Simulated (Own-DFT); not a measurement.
GaP (zincblende, strained, atoms displaced) (calculated)

All values are calculated (Own-DFT development build). A calculation, not a measurement: plane-wave PBE density functional theory by an unreviewed code, no spin, of a simulated periodic cell, stress positive in tension, free energy of the whole cell less one offset for each atom, forces on such cells passed a denser k mesh, this cell's mesh not checked; offsets are fitted by least squares, one for each functional and potential file, so energies compare only between cells with the same atoms and settings and are not formation energies; the far tail of each file's local potential was reset to the Coulomb form; each entry is a single point on an unrelaxed cell, so the pressure reflects the starting lattice, mostly measured values (interpolated for alloys), from which strain is counted, and rises with the displacements; printed positions are rounded, which can move forces by about a meV/angstrom; the program, named Own-DFT, is a retired in-house code; no spin-orbit coupling.

```xyz
64
Lattice="10.8620 0.0000 0.0000 0.0000 10.8620 0.0000 0.0000 0.0000 10.9361" Properties=species:S:1:pos:R:3:force_x:R:1:force_y:R:1:force_z:R:1 formula=GaP functional=PBE potential_files=PseudoDojo_norm-conserving,scalar-relativistic,standard_set wave_cutoff=42 occupations=Fermi-Dirac smearing_width=0.1 hardware=one_NVIDIA_H100 k_mesh=3_x_3_x_3_centred_on_Gamma free_energy_of_cell_above_offsets=-33.390 pressure=3.5 stress_xx=-3.67 stress_yy=-3.7 stress_zz=-3.13 stress_yz=-1.17 stress_xz=-0.76 stress_xy=0.04 wall_time=512.3
Ga     0.0196     0.0289    10.8684     -0.022     -0.599      0.738
Ga     0.0183     2.7514     2.7871     -0.847     -1.133     -0.729
Ga     2.8365     0.0188     2.7019     -1.074     -0.536      0.045
Ga     2.6588     2.7712    10.9156     -0.207     -0.832      0.003
P      1.3265     1.3248     1.4218      0.253      0.387     -0.548
P      1.3433     4.0417     4.0210      0.182      1.099      1.285
P      4.0064     1.3512     4.1433      1.057       0.43     -0.674
P      3.9983     4.0483     1.4064      0.539      0.152     -0.081
Ga     0.0320     0.0656     5.4415      -0.59     -0.812     -0.959
Ga     0.0492     2.7185     8.1811     -0.836     -0.232     -0.215
Ga     2.7295    10.8531     8.1936     -0.534     -0.355     -1.473
Ga     2.7503     2.7871     5.4024     -1.184     -0.898      0.197
P      1.3083     1.3281     6.7311      1.387      1.182      1.118
P      1.2869     4.1727     9.5511       0.69     -0.975     -0.314
P      3.9798     1.2299     9.5381      0.903      2.282      0.625
P      4.0035     4.0189     6.7867      1.226      1.003      0.361
Ga    10.8545     5.4613    10.8869     -0.452      0.115       0.75
Ga    10.8560     8.0447     2.7111     -0.011      0.509      0.554
Ga     2.7060     5.4542     2.7838     -0.475     -0.206     -1.013
Ga     2.7666     8.1748     0.0703     -0.473     -0.285     -1.277
P      1.3736     6.7878     1.2967     -0.045     -0.349      0.588
P      1.3728     9.4967     4.0885     -0.079      0.202     -0.576
P      4.0161     6.8121     4.0167      0.788       0.11      0.966
P      4.1145     9.4458     1.3599      0.076      1.291     -0.147
Ga     0.0071     5.4205     5.5262     -0.183     -0.093     -0.851
Ga     0.0507     8.1377     8.2600     -0.094      0.204     -1.038
Ga     2.7378     5.3973     8.1838     -0.247      0.681     -0.327
Ga     2.6751     8.1210     5.4588      0.435      0.514     -0.252
P      1.3519     6.7903     6.7406      0.168     -0.266      1.499
P      1.4072     9.5330     9.5132     -0.077     -0.449      0.924
P      4.0868     6.8251     9.5089      -0.07     -0.216      0.448
P      4.0732     9.4819     6.7942      0.131     -0.235      0.196
Ga     5.4147     0.0445    10.9243      -0.34     -0.501     -0.035
Ga     5.4645     2.7561     2.7775     -0.578     -0.129      0.265
Ga     8.1207     0.0310     2.7286      0.058     -0.296     -0.211
Ga     8.1911     2.7386     0.0208     -0.454       -0.9     -0.157
P      6.6892     1.3499     1.3931      0.957      0.457      -0.23
P      6.8361     4.0917     4.1700      0.095     -0.042     -1.433
P      9.4183     1.3846     4.1334      1.078     -0.279      -0.77
P      9.5021     4.0662     1.3810      0.658      0.242     -0.201
Ga     5.3887    10.8103     5.3565     -0.007      0.682      1.357
Ga     5.4641     2.8025     8.1978     -0.776     -1.224     -0.102
Ga     8.1232    10.8489     8.1699      0.012      -0.46     -0.364
Ga     8.2531     2.8090     5.4038     -1.412     -0.986      1.089
P      6.7414     1.3450     6.8762      0.296      0.338     -1.103
P      6.7979     4.0402     9.5817     -0.027      0.688      0.512
P      9.4664     1.2627     9.5448      0.301      1.339      0.074
P      9.4311     4.1286     6.7853      1.271     -0.468      1.002
Ga     5.3582     5.4180     0.0297      0.303      0.168     -0.083
Ga     5.3991     8.1735     2.6976      0.649     -0.441      0.598
Ga     8.2571     5.4536     2.7419      -0.92      0.189      0.237
Ga     8.1037     8.1595    10.9038      0.116      0.126      0.689
P      6.7738     6.7943     1.4170      0.239     -0.395      -0.49
P      6.7747     9.5171     4.1166     -0.484      0.228     -1.326
P      9.4423     6.8161     4.2110      0.823     -0.269     -0.759
P      9.5182     9.4785     1.4126     -0.165      0.311     -0.629
Ga     5.4762     5.4338     5.3618     -1.029       0.53      0.956
Ga     5.5362     8.1439     8.1716     -1.058      0.304      0.043
Ga     8.1435     5.3996     8.1976      -0.01      0.576      0.467
Ga     8.0841     8.2630     5.3972      0.635     -0.821      1.564
P      6.7781     6.7619     6.8681      0.464      0.144     -0.987
P      6.7410     9.5188     9.5845      0.539      0.159     -0.173
P      9.5338     6.8450     9.5875     -0.759     -0.498     -0.398
P      9.5943     9.5397     6.7581      -0.81     -0.461      0.779
```

Units: wave_cutoff in hartree; smearing_width, free_energy_of_cell_above_offsets in eV; pressure, stress_xx, stress_yy, stress_zz, stress_yz, stress_xz, stress_xy in GPa; wall_time in s; force_x, force_y, force_z in eV/Å.
